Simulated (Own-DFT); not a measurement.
# One host, several defects: grey tin

Source: density functional calculations with Own-DFT, an unreviewed in-house program that is no longer used. Nothing was measured or relaxed, and spin and spin-orbit coupling are left out.

Settings: PBE; PseudoDojo norm-conserving scalar-relativistic files; cutoff 42 hartree; 3 x 3 x 3 k mesh centred on Gamma; cold (Marzari-Vanderbilt) smearing of 0.2 eV.

Caveats (not all hold for every row): not probed for a lower state with spin; forces on such cells moved up to 12 meV/angstrom on a denser k mesh; stress not checked against mesh or cutoff.

All runs share one cell, with vectors in Å (12.978, 0.000, 0.000); (0.000, 12.978, 0.000); (0.000, 0.000, 12.978) and a volume of 2185.9 Å³. Atoms were moved at random from their sites; u is the rms move along one axis. The defect's site can differ from row to row.

```
            cell  formula   u (Å)  P (GPa)
       no defect     Sn64  0.0198     3.38
       no defect     Sn64  0.0201     3.38
       no defect     Sn64  0.0533     3.67
two Sn vacancies     Sn62  0.0288     3.13
two Sn vacancies     Sn62  0.0299        ?
two Sn vacancies     Sn62  0.0517     3.32
two Sn vacancies     Sn62  0.0526     3.26
  one Sn vacancy     Sn63  0.0273     3.24
  one Sn vacancy     Sn63  0.0310     3.21
  one Sn vacancy     Sn63  0.0506     3.38
```

## Worked fit

P = P0 + c u² + a shift for each defect gives P0 = 3.35 GPa, c = 101 ± 12 GPa/Å² and a scatter of 0.03 GPa. The shifts, and each times the cell's volume:

- one Sn vacancy: -0.22 ± 0.03 GPa, -3.0 eV
- two Sn vacancies: -0.33 ± 0.03 GPa, -4.4 eV (-2.2 eV for each of its 2 sites)

Positive is outwards. The product with the volume (160.2 GPa Å³ to the eV) is nearly free of the cell's size; divided by the bulk modulus at the cell's pressure it gives the volume that the defect adds. The atoms around the defects weren't relaxed, which would change these numbers.

## Test on the hidden row

Question: what pressure belongs in the blank (two Sn vacancies, u = 0.0299 Å)?

From the fit: 3.12 ± 0.04 GPa. The run itself gave 3.12 GPa.
